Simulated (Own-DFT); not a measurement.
# One host, several defects: C11b WSi2

Everything here is calculated. The program is Own-DFT (plane waves, in-house, since retired, never reviewed by a person); positions were held fixed, and spin and spin-orbit coupling were off.

All runs used: PBEsol; PseudoDojo norm-conserving scalar-relativistic files, made for PBE; cutoff 50 hartree; 5 x 5 x 5 k mesh centred on Gamma; cold (Marzari-Vanderbilt) smearing of 0.2 eV.

Keep in mind: forces on such cells failed a check on a denser k mesh; stress not checked against mesh or cutoff.

All runs share one cell, with vectors in Å (-2.148, -5.953, 3.409); (-6.444, 2.976, 1.136); (-2.553, -2.948, -6.757) and a volume of 403.2 Å³. u is the rms random offset of the atoms per axis. The defect's site can differ from row to row.

```
              cell  formula   u (Å)  P (GPa)
         no defect  Si20W10  0.0180     0.33
         no defect  Si20W10  0.0466     1.19
         no defect  Si20W10  0.0508     1.89
one W on a Si site  Si19W11  0.0283     5.44
one W on a Si site  Si19W11  0.0342     5.50
one W on a Si site  Si19W11  0.0500     6.37
one W on a Si site  Si19W11  0.0533        ?
one Si on a W site   Si21W9  0.0271     2.42
one Si on a W site   Si21W9  0.0525     3.83
one Si on a W site   Si21W9  0.0536     3.85
    one Si vacancy  Si19W10  0.0300    -0.55
    one Si vacancy  Si19W10  0.0309    -0.76
    one Si vacancy  Si19W10  0.0463     0.33
```

## Analysis

P = P0 + c u² + a shift for each defect gives P0 = 0.03 GPa, c = 656 ± 56 GPa/Å² and a scatter of 0.16 GPa. The shifts, and each times the cell's volume:

- one W on a Si site: 4.76 ± 0.13 GPa, 12.0 eV
- one Si on a W site: 1.95 ± 0.13 GPa, 4.9 eV
- one Si vacancy: -1.23 ± 0.13 GPa, -3.1 eV

Against the defect-free cell, a freed cell would be larger where the shift is positive and smaller where it is negative (160.2 GPa Å³ is 1 eV). The atoms around the defects weren't relaxed, which would change these numbers.

## Prediction

Question: what pressure belongs in the blank (one W on a Si site, u = 0.0533 Å)?

The fit gives 6.65 ± 0.20 GPa. The hidden result is 6.94 GPa.
